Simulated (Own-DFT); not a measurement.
# How strain changes the stress of beta-Si3N4, 112 atoms (N64Si48)

Calculated results; nothing here was measured. The program, named Own-DFT, is a retired in-house plane-wave density functional code that no person has reviewed. Each row is one single-point run on a periodic cell that was not relaxed, without spin or spin-orbit coupling.

Settings of every run: PBE; PseudoDojo norm-conserving scalar-relativistic files; cutoff 42 hartree; 2 x 2 x 4 k mesh centred on Gamma; Fermi-Dirac smearing of 0.1 eV.

Known limits: forces on such cells moved up to 12 meV/angstrom on a denser k mesh; stress not checked against mesh or cutoff.

Unstrained cell vectors in Å: (15.212, 0.000, 0.000); (-7.606, 13.174, 0.000); (0.000, 0.000, 5.818). The unstrained cell has measured lattice constants (interpolated for alloys), not those of this functional. That, the random moves and any unrelaxed bonds set the pressure at no strain. Each run strains this cell uniformly, with the atoms carried along. Every atom was also moved at random, by a Gaussian of width 0.05 Å on each axis. Strain is the symmetric tensor, in per cent. Stress is positive in tension, and the pressure is minus a third of its trace.

```
run  e_xx (%)  e_yy (%)  e_zz (%)  e_yz (%)  e_xz (%)  e_xy (%)  s_xx (GPa)  s_yy (GPa)  s_zz (GPa)  s_yz (GPa)  s_xz (GPa)  s_xy (GPa)  P (GPa)  E (meV/atom)
  1      1.46     -0.93      0.03     -0.07     -0.38     -0.25        0.03      -11.64      -10.08        1.09        0.51       -1.33     7.23          40.7
  2      1.87      0.57      0.20      1.54      0.29     -1.39        1.47       -2.27       -6.69        5.36        0.52       -6.30     2.50          41.8
  3     -0.54     -0.98      0.77     -0.45      0.70      0.05      -12.40      -12.78       -5.65       -0.89        2.59        0.20    10.28          40.8
  4      1.04     -0.58     -1.38     -0.76      0.01      1.15       -2.61      -10.26      -20.97       -3.85       -0.38        3.36    11.28          63.8
  5     -0.80     -1.76      1.86     -0.94     -1.84     -0.93      -11.99      -15.54       -1.55       -2.62       -5.17       -2.11     9.69          50.2
  6      1.02     -1.54     -1.14     -1.58     -1.59      1.65       -5.53      -18.71      -17.63       -6.06       -6.10        5.76    13.96          65.8
  7      0.11      0.54      1.45      1.07     -1.77      1.56       -3.61       -5.44        0.00        3.99       -4.32        5.15     3.01          36.1
  8      0.60     -0.96      1.47      1.10     -0.30     -0.25       -3.07       -8.38       -2.61        4.98       -1.20        0.31     4.69          17.5
  9     -0.32      1.09     -0.61      1.72      0.63      0.19       -9.04       -4.72      -13.46        3.81        3.80       -0.31     9.07          68.8
 10     -0.71      0.05      0.65     -1.38     -0.81      1.87       -8.76       -9.56       -8.14       -5.65       -3.55        7.68     8.82          57.4
 11     -0.19     -0.70     -0.16      0.39      1.65     -0.57      -12.48      -12.22       -8.68        1.07        5.04       -2.12    11.12          46.4
 12      0.63      1.75      1.83     -0.61      1.40     -0.52        1.01        3.93        3.21       -2.00        4.11       -0.79    -2.72           0.0
 13     -0.99     -1.84      1.29     -1.61     -1.18     -1.78      -13.41      -13.43       -8.07       -6.06       -3.55       -6.00    11.64          44.8
 14     -1.94      1.43     -1.80      1.11     -1.79     -0.79      -20.83       -4.84      -24.15        3.23       -5.11       -4.78    16.60          90.5
 15     -1.88     -1.72      0.17      0.46      1.51     -0.19      -19.33      -20.35      -15.02        0.08        4.92        0.28    18.23          71.6
 16     -0.83      1.82      1.82      0.03      1.96     -0.50       -9.45        3.19        2.16        0.41        6.11       -1.72     1.37          31.1
 17      0.62      0.44      1.14      0.93      1.19     -0.31           ?           ?           ?           ?           ?           ?        ?             ?
```

E is the free energy for each atom above the lowest run shown.

## Worked fit

Each stress component was fitted by least squares to a constant and the strains of the runs shown, as fractions, with shears doubled. Shear strains stay in the fit of a normal stress only where such slopes are resolved. The slopes, in GPa:

```
stress,at no strain,per e_xx,per e_yy,per e_zz,scatter
s_xx,-7.9,570 ± 35,97 ± 31,143 ± 33,1.52
s_yy,-8.3,114 ± 39,499 ± 34,154 ± 37,1.69
s_zz,-10.8,133 ± 40,114 ± 35,644 ± 37,1.72
```

Each shear stress against twice its own strain: yz 176 ± 12, xz 150 ± 10, xy 190 ± 7 GPa. These are stiffnesses along x, y and z of the frame in which the cell vectors are given, which need not be the crystal's axes. The atoms are held to the strained lattice; where symmetry lets them move under strain, relaxing them would lower some slopes. The table should be nearly symmetric about its diagonal, and what it lacks of that shows the noise. A ninth of its sum, 274 ± 10 GPa, estimates the bulk modulus near the mean pressure of these runs, 8.5 GPa, so it lies above the value at zero pressure.

## Withheld run

Question: what normal stresses and pressure should run 17 give?

The fit gives s_xx = -2.4, s_yy = -3.6, s_zz = -2.1 and P = 2.7 GPa. The calculation gave -0.86, -3.65, -3.40 and P = 2.64 GPa.
